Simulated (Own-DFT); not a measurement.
## Calculated data, Ti$_{12}$O$_{23}$ (rutile with two vacancies, strained, atoms displaced), Si$_{24}$O$_{47}$ (quartz with one vacancy, atoms displaced)

All values are calculated (Own-DFT development build). A calculation, not a measurement: plane-wave PBE density functional theory by an unreviewed code, no spin, of a simulated periodic cell, stress positive in tension, free energy of the whole cell less one offset for each atom, defect cell not probed for a lower state with spin; oxygen file: force components 24 meV/angstrom off all-electron in one glass; forces on such cells passed a denser k mesh, this cell's mesh not checked; offsets are fitted by least squares, one for each functional and potential file, so energies compare only between cells with the same atoms and settings and are not formation energies; the far tail of each file's local potential was reset to the Coulomb form; each entry is a single point on an unrelaxed cell, so the pressure reflects the starting lattice, mostly measured values (interpolated for alloys), from which strain is counted, and rises with the displacements; printed positions are rounded, which can move forces by about a meV/angstrom; the program, named Own-DFT, is a retired in-house code; no spin-orbit coupling; before rounding, a Quantum ESPRESSO 7.3.1 run of the same cell and cutoff gave forces within 1 meV/angstrom rms on each cell, which checks the program and not the settings.

Settings shared by all entries: functional PBE; potential files PseudoDojo norm-conserving, scalar-relativistic, standard set; wave cutoff 72 hartree; occupations Fermi-Dirac; smearing width 0.1 eV.

(1) Ti$_{12}$O$_{23}$ (rutile with two vacancies, strained, atoms displaced)

```cif
# cell vector a (Å): 9.3362 -0.0642 -0.1715
# cell vector b (Å): -0.0642 9.2531 0.0783
# cell vector c (Å): -0.1657 0.0757 8.9914
data_Ti12O23
_symmetry_space_group_name_H-M 'P 1'
_symmetry_Int_Tables_number 1
_cell_length_a 9.3380
_cell_length_b 9.2537
_cell_length_c 8.9932
_cell_angle_alpha 89.026
_cell_angle_beta 92.111
_cell_angle_gamma 90.800
_cell_volume 776.40
loop_
_atom_site_label
_atom_site_type_symbol
_atom_site_fract_x
_atom_site_fract_y
_atom_site_fract_z
_atom_site_occupancy
Ti1 Ti 0.00061 0.99715 0.00299 1
Ti2 Ti 0.25211 0.24484 0.16780 1
O1 O 0.39864 0.10138 0.16745 1
O2 O 0.09580 0.40785 0.16571 1
Ti3 Ti 0.00472 0.00613 0.32941 1
Ti4 Ti 0.24518 0.25475 0.49506 1
O3 O 0.15315 0.15283 0.33102 1
O4 O 0.35395 0.35050 0.32734 1
O5 O 0.40442 0.09827 0.49692 1
O6 O 0.10041 0.40077 0.49043 1
Ti5 Ti 0.99887 0.00014 0.65873 1
Ti6 Ti 0.24607 0.25105 0.83628 1
O7 O 0.14994 0.16392 0.66474 1
O8 O 0.35129 0.34933 0.66462 1
O9 O 0.40799 0.09544 0.84021 1
O10 O 0.09415 0.39980 0.83589 1
Ti7 Ti 0.99910 0.49790 0.00566 1
Ti8 Ti 0.25217 0.75205 0.16808 1
O11 O 0.14820 0.64728 0.99852 1
O12 O 0.35062 0.85053 0.99933 1
O13 O 0.39828 0.59678 0.16594 1
O14 O 0.09252 0.90119 0.16640 1
Ti9 Ti 0.99650 0.49440 0.33406 1
Ti10 Ti 0.24810 0.75101 0.49430 1
O15 O 0.15520 0.65116 0.33502 1
O16 O 0.34565 0.84889 0.33505 1
O17 O 0.39773 0.59874 0.49336 1
O18 O 0.09616 0.90662 0.50751 1
Ti11 Ti 0.00252 0.49833 0.66586 1
Ti12 Ti 0.25083 0.75352 0.83676 1
O19 O 0.15343 0.65049 0.66478 1
O20 O 0.35143 0.84911 0.67148 1
O21 O 0.40249 0.59216 0.82887 1
O22 O 0.09764 0.90196 0.83358 1
Ti13 Ti 0.49752 0.99695 0.99794 1
Ti14 Ti 0.74832 0.25090 0.17054 1
O23 O 0.64799 0.15175 0.00114 1
O24 O 0.85067 0.34806 0.99914 1
O25 O 0.90512 0.10136 0.16935 1
O26 O 0.59620 0.40249 0.16734 1
Ti15 Ti 0.50499 0.00214 0.33415 1
Ti16 Ti 0.74288 0.24718 0.49578 1
O27 O 0.64619 0.14990 0.33435 1
O28 O 0.84668 0.34343 0.33524 1
O29 O 0.90657 0.09736 0.50814 1
O30 O 0.59851 0.40281 0.50103 1
Ti17 Ti 0.50740 0.99950 0.67061 1
Ti18 Ti 0.74829 0.25069 0.83235 1
O31 O 0.65263 0.15454 0.66476 1
O32 O 0.85026 0.34605 0.66653 1
O33 O 0.89927 0.10134 0.83239 1
O34 O 0.60019 0.40113 0.84017 1
Ti19 Ti 0.50363 0.50141 0.00258 1
Ti20 Ti 0.74540 0.74776 0.16754 1
O35 O 0.65469 0.65594 0.99486 1
O36 O 0.84756 0.84989 0.00401 1
O37 O 0.90474 0.59785 0.17052 1
O38 O 0.59352 0.90687 0.16497 1
Ti21 Ti 0.50120 0.49771 0.33278 1
Ti22 Ti 0.74921 0.74835 0.49902 1
O39 O 0.65707 0.65146 0.33991 1
O40 O 0.85349 0.84938 0.33622 1
O41 O 0.89637 0.59575 0.49856 1
O42 O 0.60205 0.89938 0.49981 1
Ti23 Ti 0.49942 0.50435 0.66774 1
Ti24 Ti 0.74670 0.74738 0.83796 1
O43 O 0.65127 0.65200 0.66407 1
O44 O 0.85264 0.85179 0.66333 1
O45 O 0.90774 0.59928 0.83830 1
O46 O 0.59845 0.90267 0.82781 1
```

```
k mesh                            : 3 x 3 x 3 centred on Gamma
free energy of cell above offsets : -14.097 eV
pressure                          : -2.72 GPa
stress xx                         : 2.6 GPa
stress yy                         : 1.36 GPa
stress zz                         : 4.21 GPa
stress yz                         : 2.44 GPa
stress xz                         : -4.52 GPa
stress xy                         : -2.84 GPa
```

Force:
```tsv
element	x (eV/Å)	y (eV/Å)	z (eV/Å)
Ti	-1.854	-1.035	-1.744
Ti	0.43	0.233	2.03
O	-0.568	0.354	-0.668
O	0.914	-1.311	0.807
Ti	-0.899	-1.11	0.91
Ti	1.199	-0.249	1.47
O	0.139	0.183	-0.499
O	-0.752	-0.534	-0.267
O	0.073	-0.176	-0.174
O	-0.142	0.167	0.766
Ti	-0.236	-0.555	1.037
Ti	-0.076	0.271	-3.451
O	0.592	-0.134	0.647
O	-0.328	-0.316	0.485
O	-1.159	1.12	-0.825
O	1.195	-0.872	0.315
Ti	-0.238	0.478	-0.706
Ti	-0.3	-0.869	0.179
O	1.26	1.154	0.205
O	-0.675	-0.75	0.333
O	0.41	-0.145	-0.731
O	0.752	0.426	0.017
Ti	-0.134	0.996	-0.271
Ti	0.094	-0.189	1.033
O	-0.204	0.335	-0.433
O	-0.077	0.051	-0.516
O	0.75	-0.367	0.294
O	0.671	-0.226	-0.736
Ti	-0.669	0.736	0.467
Ti	-0.73	-0.173	-1.234
O	0.011	0.005	0.115
O	-0.329	-0.244	0.052
O	-0.071	-0.11	0.88
O	0.404	0.557	1.256
Ti	0.605	0.79	0.17
Ti	0.223	-0.266	-1.712
O	0.624	0.358	0.339
O	-0.79	-0.516	0.594
O	0.14	0.177	-0.539
O	-0.053	-0.119	-0.318
Ti	-0.865	-0.582	1.078
Ti	0.487	0.589	1.578
O	0.913	0.663	-0.426
O	-0.185	-0.069	-0.089
O	-0.892	0.968	-1.674
O	0.017	-0.105	-0.166
Ti	-1.118	-0.016	-1.299
Ti	0.825	-0.176	0.207
O	-0.099	-0.09	-0.073
O	-0.246	0.081	-0.135
O	0.823	-0.226	0.966
O	-0.826	0.405	0.231
Ti	0.573	0.845	-0.806
Ti	1.112	0.765	0.984
O	-0.779	-0.667	0.719
O	-0.083	0.089	0.005
O	-0.742	0.283	-0.291
O	0.653	-0.905	0.655
Ti	-0.418	0.293	0.945
Ti	0.989	0.679	0.599
O	-0.517	-0.098	-1.344
O	-0.59	-0.172	-0.557
O	0.989	-0.707	0.071
O	-0.635	0.634	-0.02
Ti	-0.415	-0.236	-0.351
Ti	1.579	0.315	-1.457
O	0.203	0.139	0.549
O	-0.698	-0.675	0.48
O	-0.698	0.231	-0.925
O	0.44	-0.379	0.967
```

(2) Ti$_{12}$O$_{23}$ (rutile with two vacancies, strained, atoms displaced)

```cif
# cell vector a (Å): 9.3039 -0.0943 0.1178
# cell vector b (Å): -0.0943 9.1550 -0.1726
# cell vector c (Å): 0.1138 -0.1667 8.7866
data_Ti12O23
_symmetry_space_group_name_H-M 'P 1'
_symmetry_Int_Tables_number 1
_cell_length_a 9.3051
_cell_length_b 9.1571
_cell_length_c 8.7889
_cell_angle_alpha 92.174
_cell_angle_beta 88.522
_cell_angle_gamma 91.184
_cell_volume 747.95
loop_
_atom_site_label
_atom_site_type_symbol
_atom_site_fract_x
_atom_site_fract_y
_atom_site_fract_z
_atom_site_occupancy
Ti1 Ti 0.00194 0.00282 0.00217 1
Ti2 Ti 0.25079 0.24359 0.16449 1
O1 O 0.35061 0.34761 0.99860 1
O2 O 0.40191 0.09417 0.17181 1
O3 O 0.09905 0.40607 0.16281 1
Ti3 Ti 0.99976 0.99718 0.33678 1
Ti4 Ti 0.24284 0.25454 0.50321 1
O4 O 0.16133 0.15061 0.33376 1
O5 O 0.35052 0.34242 0.33090 1
O6 O 0.40059 0.09859 0.49203 1
O7 O 0.09381 0.40287 0.50469 1
Ti5 Ti 0.00038 0.00146 0.66541 1
Ti6 Ti 0.24821 0.24932 0.83171 1
O8 O 0.14884 0.15256 0.66613 1
O9 O 0.34775 0.34732 0.66326 1
O10 O 0.40204 0.09677 0.83711 1
O11 O 0.10030 0.40686 0.83548 1
Ti7 Ti 0.00490 0.49807 0.99342 1
Ti8 Ti 0.24851 0.75243 0.16696 1
O12 O 0.15472 0.64996 0.99990 1
O13 O 0.34783 0.84815 0.00013 1
O14 O 0.40544 0.59824 0.16757 1
O15 O 0.09678 0.90329 0.16619 1
Ti9 Ti 0.00112 0.50265 0.33085 1
Ti10 Ti 0.24347 0.75426 0.50069 1
O16 O 0.15644 0.65109 0.33448 1
O17 O 0.34316 0.84271 0.33360 1
O18 O 0.39795 0.59603 0.49918 1
O19 O 0.09783 0.89899 0.50692 1
Ti11 Ti 0.99808 0.50417 0.66366 1
Ti12 Ti 0.25303 0.74647 0.82749 1
O20 O 0.14596 0.65246 0.67370 1
O21 O 0.34862 0.84901 0.66807 1
O22 O 0.40042 0.59776 0.82665 1
Ti13 Ti 0.49714 0.99840 0.00119 1
Ti14 Ti 0.74966 0.25391 0.16793 1
O23 O 0.65332 0.15782 0.00416 1
O24 O 0.84796 0.34930 0.99796 1
O25 O 0.90243 0.09266 0.15819 1
O26 O 0.59617 0.40374 0.17242 1
Ti15 Ti 0.49625 0.99528 0.33143 1
Ti16 Ti 0.74999 0.24785 0.49520 1
O27 O 0.65188 0.15284 0.33409 1
O28 O 0.84632 0.35008 0.33452 1
O29 O 0.90737 0.09364 0.49989 1
O30 O 0.59494 0.40055 0.49968 1
Ti17 Ti 0.49901 0.00046 0.66443 1
Ti18 Ti 0.75270 0.24473 0.83381 1
O31 O 0.65037 0.14926 0.66596 1
O32 O 0.85338 0.34956 0.66936 1
O33 O 0.90338 0.09997 0.83491 1
O34 O 0.60026 0.39625 0.83319 1
Ti19 Ti 0.50528 0.49981 0.00387 1
Ti20 Ti 0.74525 0.74443 0.16402 1
O35 O 0.65721 0.65110 0.99541 1
O36 O 0.85331 0.85270 0.99863 1
O37 O 0.90308 0.59961 0.16501 1
O38 O 0.60064 0.90170 0.16815 1
Ti21 Ti 0.49945 0.50400 0.33206 1
Ti22 Ti 0.74920 0.74694 0.50016 1
O39 O 0.64924 0.65099 0.33506 1
O40 O 0.84826 0.84557 0.32926 1
O41 O 0.90545 0.59907 0.50098 1
O42 O 0.60249 0.90299 0.49884 1
Ti23 Ti 0.49993 0.50105 0.66632 1
Ti24 Ti 0.75238 0.75295 0.83319 1
O43 O 0.65061 0.65089 0.66438 1
O44 O 0.84455 0.84565 0.66657 1
O45 O 0.90178 0.59840 0.83609 1
O46 O 0.59614 0.90162 0.83983 1
```

```
k mesh                            : 3 x 3 x 3 centred on Gamma
free energy of cell above offsets : -14.189 eV
pressure                          : 5.98 GPa
stress xx                         : -3.54 GPa
stress yy                         : -5.63 GPa
stress zz                         : -8.75 GPa
stress yz                         : -5.53 GPa
stress xz                         : 3.44 GPa
stress xy                         : -3.61 GPa
```

Force:
```tsv
element	x (eV/Å)	y (eV/Å)	z (eV/Å)
Ti	-1.717	-0.752	1.016
Ti	0.909	1.171	1.575
O	-0.847	-0.73	0.11
O	-0.494	0.27	-0.192
O	0.352	-1.141	0.062
Ti	-0.316	-0.248	-0.637
Ti	1.048	0.401	-0.716
O	-1.397	-0.721	-0.542
O	-0.473	0.275	-0.358
O	0.182	-0.444	1.127
O	0.633	-0.381	-1.019
Ti	-0.775	0.715	-0.038
Ti	0.844	0.371	-0.331
O	-0.129	-0.386	0.108
O	-0.239	-0.259	0.54
O	-0.501	0.301	0.084
O	0.746	-1.24	-0.856
Ti	-0.84	0.334	0.919
Ti	0.003	-0.519	-0.653
O	0.057	0.771	-0.352
O	-0.404	0.017	-0.027
O	-0.302	0.373	-0.121
O	0.705	0.03	-0.843
Ti	-0.249	0.082	-0.781
Ti	0.811	-0.877	-0.283
O	-0.584	-0.241	-0.068
O	0.57	0.702	0.365
O	-0.192	0.331	0.568
O	0.023	-0.045	-0.676
Ti	-1.226	-0.525	0.377
Ti	1.35	-1.21	1.121
O	0.561	1.09	-0.195
O	-0.6	-0.053	0.123
O	-0.284	0.508	1.086
Ti	0.468	0.229	-0.446
Ti	-0.38	0.126	-0.739
O	-0.394	-0.667	-0.052
O	0.083	-0.102	0.483
O	0.542	1.001	0.569
O	0.611	-0.381	-1.194
Ti	0.366	0.342	0.691
Ti	-0.656	0.672	1.011
O	0.303	-0.154	-0.257
O	0.438	-0.045	0.103
O	-0.511	0.64	0.405
O	0.531	-0.274	-0.309
Ti	0.381	0.501	-0.214
Ti	-0.485	0.872	-0.259
O	0.423	0.124	-0.188
O	-0.617	-0.62	-0.257
O	0.921	-0.759	0.445
O	-0.514	0.665	-0.073
Ti	-0.123	-0.788	-0.726
Ti	0.808	0.319	0.547
O	-0.585	-0.307	0.116
O	0.233	-0.285	-0.261
O	-0.078	0	0.726
O	-0.071	-0.249	-0.582
Ti	-0.892	-0.455	1.057
Ti	-0.202	0.264	-0.134
O	0.531	0.347	-0.308
O	0.349	0.34	0.33
O	-0.254	0.315	0.054
O	-0.465	-0.073	-0.067
Ti	0.432	-0.632	-0.398
Ti	0.107	-0.068	-0.194
O	0.306	0.254	0.123
O	0.936	0.755	0.099
O	-0.064	0.3	0.144
O	0.302	-0.177	-0.737
```

(3) Si$_{24}$O$_{47}$ (quartz with one vacancy, atoms displaced)

```cif
# cell vector a (Å): 9.8268 0.0000 0.0000
# cell vector b (Å): -4.9134 8.5103 0.0000
# cell vector c (Å): 0.0000 0.0000 10.8104
data_Si24O47
_symmetry_space_group_name_H-M 'P 1'
_symmetry_Int_Tables_number 1
_cell_length_a 9.8268
_cell_length_b 9.8268
_cell_length_c 10.8104
_cell_angle_alpha 90.000
_cell_angle_beta 90.000
_cell_angle_gamma 120.000
_cell_volume 904.06
loop_
_atom_site_label
_atom_site_type_symbol
_atom_site_fract_x
_atom_site_fract_y
_atom_site_fract_z
_atom_site_occupancy
Si1 Si 0.24136 0.00642 0.99804 1
Si2 Si 0.99805 0.24044 0.33586 1
Si3 Si 0.27251 0.26937 0.16572 1
O1 O 0.20909 0.14160 0.06334 1
O2 O 0.42732 0.29816 0.22294 1
O3 O 0.36155 0.07318 0.38728 1
O4 O 0.07286 0.36620 0.43737 1
O5 O 0.13154 0.20439 0.27066 1
O6 O 0.29011 0.42491 0.11201 1
Si4 Si 0.23643 0.00496 0.50117 1
Si5 Si 0.00139 0.23560 0.83395 1
Si6 Si 0.26091 0.26435 0.66263 1
O7 O 0.20663 0.13759 0.55516 1
O8 O 0.42180 0.29319 0.72534 1
O9 O 0.36012 0.06514 0.89298 1
O10 O 0.07096 0.36228 0.94413 1
O11 O 0.13106 0.20344 0.77407 1
O12 O 0.29343 0.43069 0.60519 1
Si7 Si 0.23530 0.49058 0.99927 1
Si8 Si 0.99881 0.73753 0.33447 1
Si9 Si 0.26437 0.76627 0.16855 1
O13 O 0.20338 0.63163 0.05710 1
O14 O 0.42460 0.78989 0.22322 1
O15 O 0.36326 0.57072 0.39359 1
O16 O 0.07063 0.86381 0.44074 1
O17 O 0.13573 0.70967 0.27290 1
O18 O 0.29179 0.92829 0.10964 1
Si10 Si 0.23469 0.50319 0.50154 1
Si11 Si 0.00126 0.73502 0.82946 1
Si12 Si 0.26697 0.76615 0.66495 1
O19 O 0.21009 0.63786 0.55828 1
O20 O 0.42672 0.79344 0.72917 1
O21 O 0.36988 0.57809 0.89404 1
O22 O 0.06838 0.86361 0.94167 1
O23 O 0.13303 0.70936 0.77244 1
O24 O 0.29219 0.92988 0.60512 1
Si13 Si 0.73909 0.00222 0.99997 1
Si14 Si 0.49959 0.23544 0.33854 1
Si15 Si 0.76513 0.26098 0.16892 1
O25 O 0.70279 0.13314 0.06188 1
O26 O 0.93334 0.29492 0.23015 1
O27 O 0.86447 0.07156 0.39233 1
O28 O 0.57411 0.37173 0.44169 1
O29 O 0.63046 0.20561 0.27456 1
O30 O 0.79490 0.42789 0.10482 1
Si16 Si 0.73444 0.99915 0.49803 1
Si17 Si 0.50097 0.23155 0.83259 1
Si18 Si 0.76072 0.26144 0.67009 1
O31 O 0.70312 0.13390 0.55976 1
O32 O 0.87244 0.08319 0.89462 1
O33 O 0.57188 0.36518 0.94038 1
O34 O 0.63064 0.19970 0.77573 1
O35 O 0.78839 0.42365 0.60248 1
Si19 Si 0.73557 0.49627 0.00211 1
Si20 Si 0.50146 0.73103 0.33643 1
Si21 Si 0.76517 0.77068 0.17132 1
O36 O 0.71034 0.63720 0.05991 1
O37 O 0.93124 0.79962 0.22477 1
O38 O 0.86379 0.56950 0.39629 1
O39 O 0.57297 0.86257 0.44211 1
O40 O 0.63105 0.70963 0.27918 1
O41 O 0.79996 0.93278 0.10607 1
Si22 Si 0.72546 0.49994 0.49970 1
Si23 Si 0.50324 0.73221 0.83315 1
Si24 Si 0.76164 0.75859 0.66793 1
O42 O 0.70359 0.63096 0.56161 1
O43 O 0.92505 0.79371 0.72403 1
O44 O 0.86476 0.57332 0.89741 1
O45 O 0.57449 0.86845 0.93862 1
O46 O 0.63566 0.70312 0.77203 1
O47 O 0.79655 0.92931 0.60326 1
```

```
k mesh                            : 3 x 3 x 2 centred on Gamma
free energy of cell above offsets : -23.309 eV
pressure                          : 7.1 GPa
stress xx                         : -7.01 GPa
stress yy                         : -6.32 GPa
stress zz                         : -7.97 GPa
stress yz                         : -0.64 GPa
stress xz                         : 1.32 GPa
stress xy                         : -0.98 GPa
```

Force:
```tsv
element	x (eV/Å)	y (eV/Å)	z (eV/Å)
Si	-3.939	-2.678	3.528
Si	3.982	-3.733	-0.644
Si	-3.221	-1.268	2.267
O	1.123	-2.91	-3.216
O	4.26	0.271	2.795
O	-0.221	-0.732	0.917
O	0.235	2.546	2.972
O	-0.575	0.367	0.783
O	-0.178	2.072	-0.887
Si	-0.716	-1.723	-2.003
Si	-2.262	2.059	-2.727
Si	-0.083	0.806	1.242
O	-0.65	0.102	-0.252
O	1.348	-0.34	0.751
O	2.678	2.491	-3.344
O	-0.191	-0.019	-0.241
O	0.956	0.064	-0.878
O	0.626	-0.75	1.223
Si	-1.37	3.424	1.227
Si	0.541	-1.726	-0.816
Si	0.358	-1.019	-2.461
O	0.707	-0.392	0.07
O	2.062	-0.01	1.608
O	0.431	-0.088	-0.3
O	0.455	1.781	1.61
O	-1.682	-0.658	1.715
O	-0.185	0.881	-0.491
Si	-0.517	-1.013	-1.572
Si	-1.891	-0.101	2.483
Si	-0.376	0.908	1.009
O	-0.748	0.038	-0.232
O	0.116	0.117	-0.5
O	-0.218	-2.102	0.489
O	0.749	1.214	0.159
O	1.781	-0.406	-1.087
O	0.949	-0.401	1.031
Si	-1.131	0.055	-0.366
Si	-0.738	1.148	-2.678
Si	-0.007	2.029	0.324
O	0.466	-0.924	-0.796
O	-3.828	0.902	-3.296
O	0.303	0.621	-0.722
O	-2.644	-2.888	-1.481
O	0.477	0.058	0.222
O	1.751	-2.011	2.458
Si	-0.429	0.621	0.958
Si	-2.296	0.344	0.445
Si	3.253	1.402	-0.111
O	0.152	-0.906	-0.759
O	-0.907	-3.039	1.242
O	-0.33	-0.692	-0.352
O	-0.355	-0.614	0.51
O	0.216	-0.495	1.153
Si	-1.91	1.753	-0.401
Si	-4.565	0.981	-0.429
Si	0.841	-1.141	-1.426
O	-0.401	0.099	0.737
O	-0.339	-0.132	0.387
O	0.17	1.092	-0.95
O	-0.773	0.013	0.279
O	3.951	-0.445	-1.901
O	0.08	-0.215	0.716
Si	4.165	1.116	0.73
Si	-0.457	1.538	0.073
Si	0.154	3.147	-1.852
O	-1.361	0.545	-0.192
O	1.026	0.094	0.206
O	1.132	0.874	-2.001
O	0.594	0.331	0.101
O	-1.358	-0.712	1.537
O	0.764	-1.623	1.41
```
